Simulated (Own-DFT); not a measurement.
# How strain changes the stress of wurtzite AlGaN with randomly placed atoms, 72 atoms (Al27Ga9N36)

These are calculations, not measurements. They come from Own-DFT, an in-house plane-wave density functional program, since retired, whose code no person has reviewed. Each row is one single-point run on a periodic cell that was not relaxed, without spin or spin-orbit coupling.

Settings of every run: PBEsol; PseudoDojo norm-conserving scalar-relativistic files, made for PBE; cutoff 42 hartree; 4 x 4 x 3 k mesh centred on Gamma; Fermi-Dirac smearing of 0.1 eV.

Known limits: forces on such cells passed a denser k mesh, each cell not checked; stress not checked against mesh or cutoff.

Unstrained cell vectors in Å: (9.394, 0.000, 0.000); (-4.697, 8.135, 0.000); (0.000, 0.000, 10.066). The unstrained cell has measured lattice constants (interpolated for alloys), not those of this functional. That, the random moves and any unrelaxed bonds set the pressure at no strain. Each run strains this cell uniformly, with the atoms carried along. Every atom was also moved at random, by a Gaussian of width 0.05 Å on each axis. The random placing of the alloy's atoms differs from row to row. Strain is the symmetric tensor, in per cent. Stress is positive in tension, and the pressure is minus a third of its trace.

| run | e_xx (%) | e_yy (%) | e_zz (%) | s_xx (GPa) | s_yy (GPa) | s_zz (GPa) | P (GPa) | E (meV/atom) |
|---|---|---|---|---|---|---|---|---|
| 1 | 1.25 | 1.25 | 0.00 | 2.69 | 3.57 | -0.87 | -1.80 | 0.0 |
| 2 | -0.50 | -0.50 | 0.00 | -5.02 | -5.98 | -5.73 | 5.57 | 13.6 |
| 3 | -2.00 | -2.00 | 0.00 | -14.01 | -17.50 | -8.57 | 13.36 | 50.9 |
| 4 | -1.00 | -1.00 | 0.00 | -7.95 | -8.27 | -8.02 | 8.08 | 24.8 |
| 5 | 2.25 | 2.25 | 0.00 | 8.48 | 6.72 | 1.14 | -5.45 | 3.1 |
| 6 | -2.50 | -2.50 | 0.00 | -21.57 | -20.18 | -6.10 | 15.95 | 57.1 |
| 7 | 1.75 | 1.75 | 0.00 | 4.73 | 4.42 | -0.33 | -2.94 | 13.2 |
| 8 | -3.00 | -3.00 | 0.00 | -23.24 | -22.96 | -9.65 | 18.62 | 76.6 |
| 9 | 2.00 | 2.00 | 0.00 | ? | ? | ? | ? | ? |

E is the free energy for each atom above the lowest run shown.

## Worked fit

The change of volume is close to e_xx + e_yy + e_zz. A straight line through the runs shown gives P = 4.38 - 227 x (fractional change of volume) GPa, with an error of 7 on the slope and a scatter of 0.77 GPa. The strain isn't the same on all axes and the cell isn't cubic, so the slope belongs to this path and is not the bulk modulus.

## Withheld run

Question: what pressure should run 9 give? Its volume changes by 4.04 %.

The line gives -4.8 GPa. The calculation gave -4.11 GPa.
